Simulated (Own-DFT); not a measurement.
# Which defects push the lattice out? zincblende GaAs

The numbers are computed, not measured, by runs of the plane-wave DFT program Own-DFT (in-house, retired, unreviewed) at fixed positions, with no spin and no spin-orbit coupling.

Settings: PBE; PseudoDojo norm-conserving scalar-relativistic files; cutoff 42 hartree; 3 x 3 x 3 k mesh centred on Gamma; Fermi-Dirac smearing of 0.1 eV.

Limits (not all hold for every row): not probed for a lower state with spin; forces on such cells failed a check on a denser k mesh; forces not confirmed at this smearing and k mesh; forces on such cells passed a denser k mesh, each cell not checked; stress not checked against mesh or cutoff.

All runs share one cell, with vectors in Å (11.307, 0.000, 0.000); (0.000, 11.307, 0.000); (0.000, 0.000, 11.307) and a volume of 1445.4 Å³. Atoms were moved at random from their sites; u is the rms move along one axis. The defect's site can differ from row to row.

```
cell,formula,u (Å),P (GPa)
no defect,As32Ga32,0.0208,3.53
no defect,As32Ga32,0.0208,3.52
no defect,As32Ga32,0.0482,3.98
one As on a Ga site and one Ga on an As site,As32Ga32,0.0289,3.90
one As on a Ga site and one Ga on an As site,As32Ga32,0.0331,3.97
one As on a Ga site and one Ga on an As site,As32Ga32,0.0487,4.22
one Al on a Ga site,AlAs32Ga31,0.0442,3.88
one Al on a Ga site,AlAs32Ga31,0.0495,?
one Al on a Ga site,AlAs32Ga31,0.0528,3.97
one Al on a Ga site,AlAs32Ga31,0.0531,3.95
one In on a Ga site,As32Ga31In,0.0290,4.31
one In on a Ga site,As32Ga31In,0.0296,4.25
one In on a Ga site,As32Ga31In,0.0497,4.55
two Ga vacancies,As32Ga30,0.0267,2.87
two Ga vacancies,As32Ga30,0.0288,2.89
two Ga vacancies,As32Ga30,0.0300,2.93
```

## Working it out

P = P0 + c u² + a shift for each defect gives P0 = 3.46 GPa, c = 200 ± 16 GPa/Å² and a scatter of 0.04 GPa. The shifts, and each times the cell's volume:

- one In on a Ga site: 0.63 ± 0.03 GPa, 5.7 eV
- one As on a Ga site and one Ga on an As site: 0.28 ± 0.03 GPa, 2.5 eV
- one Al on a Ga site: -0.04 ± 0.04 GPa, -0.3 eV (not resolved)
- two Ga vacancies: -0.73 ± 0.03 GPa, -6.6 eV (-3.3 eV for each of its 2 sites)

A positive shift means that the defect pushes the cell outwards. Shift times volume (160.2 GPa Å³ is 1 eV) depends little on the cell's size, so, taken for each site, it can be compared between cells at like pressure. The atoms around the defects weren't relaxed, which would change these numbers.

## Check

Q: what pressure belongs in the blank (one Al on a Ga site, u = 0.0495 Å)?

From the fit: 3.92 ± 0.05 GPa. Computed: 3.95 GPa.
